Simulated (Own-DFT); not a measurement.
# One trend across several semiconductors

Source: density functional calculations with Own-DFT, an unreviewed in-house program that is no longer used. Nothing was measured or relaxed, and spin and spin-orbit coupling are left out.

Known weak points (not all hold for every row): forces on such cells moved up to 12 meV/angstrom on a denser k mesh; forces not confirmed at this smearing and k mesh; k mesh not checked against a denser one; forces on such cells passed a denser k mesh, each cell not checked; stress not checked against mesh or cutoff.

All runs are PBE with PseudoDojo norm-conserving files; cutoff and k mesh are each material's own. Every cell starts from measured lattice constants and was given uniform random strains and small random moves of its atoms. Each triple is the change of volume in per cent, the rms move u in Å and the pressure in GPa.

- 3C SiC (C48Si48), 10.36 Å³/atom unstrained: (-2.19, 0.049, 11.05); (-0.85, 0.049, 7.66); (-0.01, 0.053, 6.30); (0.72, 0.051, 3.89); (0.92, 0.053, 4.06); (1.75, 0.051, 1.99); (2.46, 0.049, 0.01)
- wurtzite AlN (Al64N64), 10.45 Å³/atom unstrained: (-3.31, 0.050, 13.48); (-2.59, 0.052, 11.82); (-2.15, 0.049, 10.45); (-1.29, 0.049, 8.66); (0.55, 0.051, 4.46); (0.97, 0.049, 4.00); (2.80, 0.051, 0.84)
- wurtzite GaN (Ga36N36), 11.42 Å³/atom unstrained: withheld
- diamond silicon (Si64), 20.02 Å³/atom unstrained: (-3.77, 0.052, 6.97); (-3.21, 0.054, 6.17); (-2.60, 0.050, 5.18); (-1.11, 0.050, 4.27); (-0.94, 0.049, 3.56); (0.42, 0.052, 2.19); (1.13, 0.052, 1.53)
- zincblende InP (In48P48), 25.27 Å³/atom unstrained: (-2.42, 0.048, 5.74); (-1.27, 0.047, 4.65); (-0.22, 0.048, 3.74); (-0.13, 0.050, 3.90); (0.65, 0.050, 3.20); (0.75, 0.050, 3.07); (3.19, 0.048, 1.52)
- grey tin (Sn64), 34.15 Å³/atom unstrained: (-3.18, 0.053, 5.62); (-3.14, 0.046, 5.57); (-1.59, 0.054, 4.71); (-1.14, 0.048, 4.26); (0.18, 0.045, 3.67); (0.55, 0.050, 3.61); (1.89, 0.049, 2.65)

## Working it out

Fit a line to each set against the fractional change of volume; B is minus its slope, and u is nearly the same within a set. To take it to zero pressure, assume that B rises by 4 GPa for each GPa: B0 = B - 4 x (mean pressure). The bond length of an ideal tetrahedral crystal with the unstrained volume v is d = (√3/4)(8 v)^(1/3). Cohen's empirical rule reads B0 = (1971 - 220 L) d^(-3.5) GPa, with L = 0 for group IV crystals and SiC and 1 for III-V compounds.

| material | L | d (Å) | B (GPa) | mean P (GPa) | B0 (GPa) | rule (GPa) |
|---|---|---|---|---|---|---|
| 3C SiC (C48Si48) | 0 | 1.888 | 233 ± 8 | 5.0 | 213 ± 8 | 213 |
| wurtzite AlN (Al64N64) | 1 | 1.893 | 210 ± 8 | 7.7 | 179 ± 8 | 188 |
| wurtzite GaN (Ga36N36) | 1 | 1.950 | ? | ? | ? | 169 |
| diamond silicon (Si64) | 0 | 2.352 | 108 ± 6 | 4.3 | 91 ± 6 | 99 |
| zincblende InP (In48P48) | 1 | 2.541 | 75 ± 3 | 3.7 | 60 ± 3 | 67 |
| grey tin (Sn64) | 0 | 2.810 | 57 ± 2 | 4.3 | 40 ± 2 | 53 |

A line through ln[B0/(1971 - 220 L)] against ln d has a slope of -4.1 ± 0.2 and a scatter of 6 %. Against the rule, B0 stands at 100 % for 3C SiC, 95 % for wurtzite AlN, 92 % for diamond silicon, 89 % for zincblende InP, 75 % for grey tin. PBE tends to make silicon and heavier crystals too soft, and the rule itself is only a guide.

## Check

Question: what B0 does the fitted trend give for wurtzite GaN (Ga36N36)?

The straight line predicts 165 GPa. Its own runs give B = 196 ± 3 GPa at a mean pressure of 9.0 GPa, so B0 = 160 GPa.
